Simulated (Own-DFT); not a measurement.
# How strain changes the stress of hcp Hf, 36 atoms (Hf36)

Calculated results; nothing here was measured. The program, named Own-DFT, is a retired in-house plane-wave density functional code that no person has reviewed. Each row is one single-point run on a periodic cell that was not relaxed, without spin or spin-orbit coupling.

Settings of every run: PBE; PseudoDojo norm-conserving scalar-relativistic files; cutoff 42 hartree; 4 x 4 x 4 k mesh centred on Gamma; cold (Marzari-Vanderbilt) smearing of 0.2 eV.

Known limits: hafnium file: forces about 75 meV/angstrom off all-electron values; forces on such cells passed a denser k mesh, each cell not checked; stress not checked against mesh or cutoff.

Unstrained cell vectors in Å: (9.589, 0.000, 0.000); (-4.795, 8.304, 0.000); (0.000, 0.000, 10.102). The unstrained cell has measured lattice constants (interpolated for alloys), not those of this functional. That, the random moves and any unrelaxed bonds set the pressure at no strain. Each run strains this cell uniformly, with the atoms carried along. Every atom was also moved at random, by a Gaussian of width 0.05 Å on each axis. Strain is the symmetric tensor, in per cent. Stress is positive in tension, and the pressure is minus a third of its trace.

```
run  e_xx (%)  e_yy (%)  e_zz (%)  e_yz (%)  e_xz (%)  e_xy (%)  s_xx (GPa)  s_yy (GPa)  s_zz (GPa)  s_yz (GPa)  s_xz (GPa)  s_xy (GPa)  P (GPa)  E (meV/atom)
  1     -0.79     -1.14      0.21      1.05      0.55      0.97       -3.17       -4.04       -2.49        1.07        0.49        1.44     3.23           3.6
  2      1.51     -0.77     -0.82     -0.76      0.89      1.16        0.68       -2.60       -2.54       -0.79        0.83        1.32     1.49           4.1
  3     -1.65      1.79     -0.11     -1.03     -0.31     -0.99       -3.86        1.26       -1.75       -1.02       -0.37       -1.39     1.45          14.1
  4      0.92      1.77      0.58     -0.89      1.20     -0.40        2.03        2.75        1.26       -0.87        1.11       -0.59    -2.01           8.5
  5     -0.36     -0.95     -1.96      0.26      1.03      1.78       -4.19       -5.32       -7.09        0.16        1.08        2.56     5.54          31.2
  6     -0.41      0.30     -1.09      0.62      1.49      1.28       -2.91       -1.75       -4.36        0.56        1.51        1.65     3.01          19.9
  7     -0.17     -0.63      1.74      0.93      1.25     -0.04       -0.99       -1.24        1.24        0.84        1.26        0.09     0.33           8.5
  8      0.08     -0.50     -1.21     -1.98      0.19     -1.14       -2.45       -3.26       -4.76       -2.06        0.14       -1.32     3.49          23.4
  9      0.20     -0.87     -0.89     -1.85      0.92     -1.07       -2.23       -3.39       -3.99       -1.86        0.88       -1.52     3.20          10.1
 10      1.10      0.92     -0.83     -0.19     -1.44      0.70        0.69        0.70       -2.02       -0.29       -1.44        0.92     0.21          10.6
 11      0.28     -1.81     -1.76      1.10     -0.82     -1.04       -3.13       -6.20       -6.63        1.16       -0.73       -1.52     5.32          17.9
 12      0.71     -0.73      0.89      1.19      0.39     -1.48        0.51       -1.92        0.32        1.18        0.40       -1.95     0.36           5.6
 13      0.59      0.59      0.14      1.05      0.36     -0.83        0.19        0.50       -0.45        1.01        0.37       -0.95    -0.08           0.0
 14      1.11      1.46      0.20     -1.94     -0.42     -1.25        1.92        1.98        0.24       -1.91       -0.34       -1.83    -1.38          13.7
 15      1.77     -1.20     -0.85     -0.36      0.88     -1.60        0.49       -3.14       -2.84       -0.35        0.69       -2.26     1.83          12.0
 16      1.94     -1.21     -1.76      0.85      0.90     -1.77           ?           ?           ?           ?           ?           ?        ?             ?
```

E is the free energy for each atom above the lowest run shown.

## Worked fit

Each stress component was fitted by least squares to a constant and the strains of the runs shown, as fractions, with shears doubled. Shear strains stay in the fit of a normal stress only where such slopes are resolved. The slopes, in GPa:

| stress | at no strain | per e_xx | per e_yy | per e_zz | scatter |
|---|---|---|---|---|---|
| s_xx | -1.4 | 200 ± 5 | 57 ± 4 | 78 ± 5 | 0.18 |
| s_yy | -1.4 | 58 ± 7 | 196 ± 6 | 76 ± 7 | 0.26 |
| s_zz | -1.7 | 77 ± 6 | 65 ± 5 | 216 ± 6 | 0.21 |

Each shear stress against twice its own strain: yz 50 ± 1, xz 48 ± 2, xy 67 ± 2 GPa. These are stiffnesses along x, y and z of the frame in which the cell vectors are given, which need not be the crystal's axes. The atoms are held to the strained lattice; where symmetry lets them move under strain, relaxing them would lower some slopes. The table should be nearly symmetric about its diagonal, and what it lacks of that shows the noise. A ninth of its sum, 114 ± 2 GPa, estimates the bulk modulus near the mean pressure of these runs, 1.7 GPa, so it lies above the value at zero pressure.

## Withheld run

Question: what normal stresses and pressure should run 16 give?

The fit gives s_xx = 0.4, s_yy = -4.0, s_zz = -4.8 and P = 2.8 GPa. The calculation gave 0.49, -4.19, -4.91 and P = 2.87 GPa.
